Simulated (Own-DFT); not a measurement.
# How strain changes the stress of wurtzite GaN, 96 atoms (Ga48N48)

All numbers below are calculated, not measured. They come from Own-DFT, an in-house plane-wave density functional program, since retired, whose code no person has reviewed. Each row is one single-point run on a periodic cell that was not relaxed, without spin or spin-orbit coupling.

Settings of every run: PBE; PseudoDojo norm-conserving scalar-relativistic files (stringent for Ga); cutoff 96 hartree; 3 x 4 x 3 k mesh centred on Gamma; Gaussian smearing of 0.01 eV.

Known limits: forces on such cells passed a denser k mesh, each cell not checked; stress not checked against mesh or cutoff.

Unstrained cell vectors in Å: (12.756, 0.000, 0.000); (-4.783, 8.285, 0.000); (0.000, 0.000, 10.370). The unstrained cell has measured lattice constants (interpolated for alloys), not those of this functional. That, the random moves and any unrelaxed bonds set the pressure at no strain. Each run strains this cell uniformly, with the atoms carried along. Every atom was also moved at random, by a Gaussian of width 0.05 Å on each axis. Strain is the symmetric tensor, in per cent. Stress is positive in tension, and the pressure is minus a third of its trace.

| run | e_xx (%) | e_yy (%) | e_zz (%) | e_yz (%) | e_xz (%) | e_xy (%) | s_xx (GPa) | s_yy (GPa) | s_zz (GPa) | s_yz (GPa) | s_xz (GPa) | s_xy (GPa) | P (GPa) | E (meV/atom) |
|---|---|---|---|---|---|---|---|---|---|---|---|---|---|---|
| 1 | -1.39 | 1.71 | 1.72 | 0.28 | 1.03 | -0.82 | -10.57 | -0.78 | 0.59 | 0.99 | 2.47 | -4.06 | 3.59 | 16.2 |
| 2 | -0.98 | 0.98 | 1.97 | 1.00 | 0.86 | 1.55 | -7.71 | -3.51 | 0.42 | 2.49 | 2.45 | 3.89 | 3.60 | 16.2 |
| 3 | 0.00 | 0.31 | 0.74 | -0.40 | 0.89 | -0.03 | -5.00 | -5.03 | -3.64 | -1.06 | 1.55 | -0.45 | 4.56 | 0.0 |
| 4 | 0.41 | 0.03 | -1.80 | 0.34 | -0.69 | 0.90 | -5.75 | -8.97 | -17.39 | 1.15 | -1.30 | 2.71 | 10.70 | 44.6 |
| 5 | 0.78 | -1.82 | 1.16 | -1.37 | -1.92 | 0.17 | -4.35 | -14.28 | -3.17 | -3.04 | -3.86 | 0.74 | 7.27 | 24.9 |
| 6 | 0.63 | -1.09 | -0.83 | -1.53 | 0.20 | 1.17 | -5.91 | -10.54 | -11.86 | -3.07 | 0.55 | 3.21 | 9.44 | 18.5 |
| 7 | -0.91 | -1.11 | 0.68 | 1.81 | 0.14 | -0.62 | -10.53 | -12.60 | -6.29 | 3.09 | -0.91 | -0.13 | 9.81 | 29.8 |
| 8 | -0.64 | -0.30 | 0.05 | -0.70 | -0.60 | -1.45 | -12.04 | -8.46 | -7.79 | -1.88 | -1.66 | -4.87 | 9.43 | 32.0 |
| 9 | -1.78 | 0.72 | 0.87 | -0.88 | -1.90 | 1.72 | -12.03 | -6.55 | -4.89 | -2.07 | -3.58 | 5.27 | 7.82 | 32.4 |
| 10 | -0.61 | -0.09 | -1.53 | -0.41 | 1.03 | 1.18 | -10.24 | -9.46 | -16.61 | -1.05 | 2.63 | 4.67 | 12.10 | 39.6 |
| 11 | -0.42 | 0.71 | 0.80 | 0.96 | -1.30 | 1.95 | -8.71 | -3.17 | -3.01 | 1.37 | -2.50 | 5.65 | 4.96 | 14.1 |
| 12 | 1.72 | -1.96 | -0.22 | 0.45 | 1.47 | 0.37 | -1.70 | -14.68 | -8.61 | 0.83 | 3.34 | 0.46 | 8.33 | 22.7 |
| 13 | -1.36 | -1.06 | -0.82 | -1.25 | 1.76 | -0.17 | -12.95 | -14.56 | -14.96 | -3.36 | 3.97 | 0.21 | 14.16 | 42.1 |
| 14 | 0.12 | 1.65 | -1.42 | 0.66 | 1.08 | -0.73 | -5.54 | -0.16 | -14.67 | 1.84 | 2.67 | -1.93 | 6.79 | 28.0 |
| 15 | 1.81 | 0.45 | -1.37 | -0.22 | 0.68 | -1.66 | -1.44 | -4.45 | -12.62 | -0.23 | 1.47 | -4.90 | 6.17 | 39.4 |
| 16 | 1.85 | 1.52 | 1.84 | -1.39 | -1.47 | -0.65 | 2.61 | 1.65 | 1.71 | -2.45 | -2.88 | -1.79 | -1.99 | 13.1 |
| 17 | 1.08 | -1.12 | 0.25 | -0.40 | 0.49 | -1.77 | ? | ? | ? | ? | ? | ? | ? | ? |

E is the free energy for each atom above the lowest run shown.

## Worked fit

Each stress component was fitted by least squares to a constant and the strains of the runs shown, as fractions, with shears doubled. Shear strains stay in the fit of a normal stress only where such slopes are resolved. The slopes, in GPa:

```
stress,at no strain,per e_xx,per e_yy,per e_zz,scatter
s_xx,-6.9,381 ± 24,73 ± 24,65 ± 22,1.05
s_yy,-7.4,106 ± 19,436 ± 19,51 ± 18,0.84
s_zz,-8.2,76 ± 19,48 ± 19,492 ± 18,0.84
```

Each shear stress against twice its own strain: yz 103 ± 5, xz 112 ± 4, xy 145 ± 11 GPa. These are stiffnesses along x, y and z of the frame in which the cell vectors are given, which need not be the crystal's axes. The atoms are held to the strained lattice; where symmetry lets them move under strain, relaxing them would lower some slopes. The table should be nearly symmetric about its diagonal, and what it lacks of that shows the noise. A ninth of its sum, 192 ± 5 GPa, estimates the bulk modulus near the mean pressure of these runs, 7.3 GPa, so it lies above the value at zero pressure.

## Withheld run

Question: what normal stresses and pressure should run 17 give?

The fit gives s_xx = -3.4, s_yy = -11.0, s_zz = -6.7 and P = 7.1 GPa. The calculation gave -5.31, -8.85, -7.89 and P = 7.35 GPa.
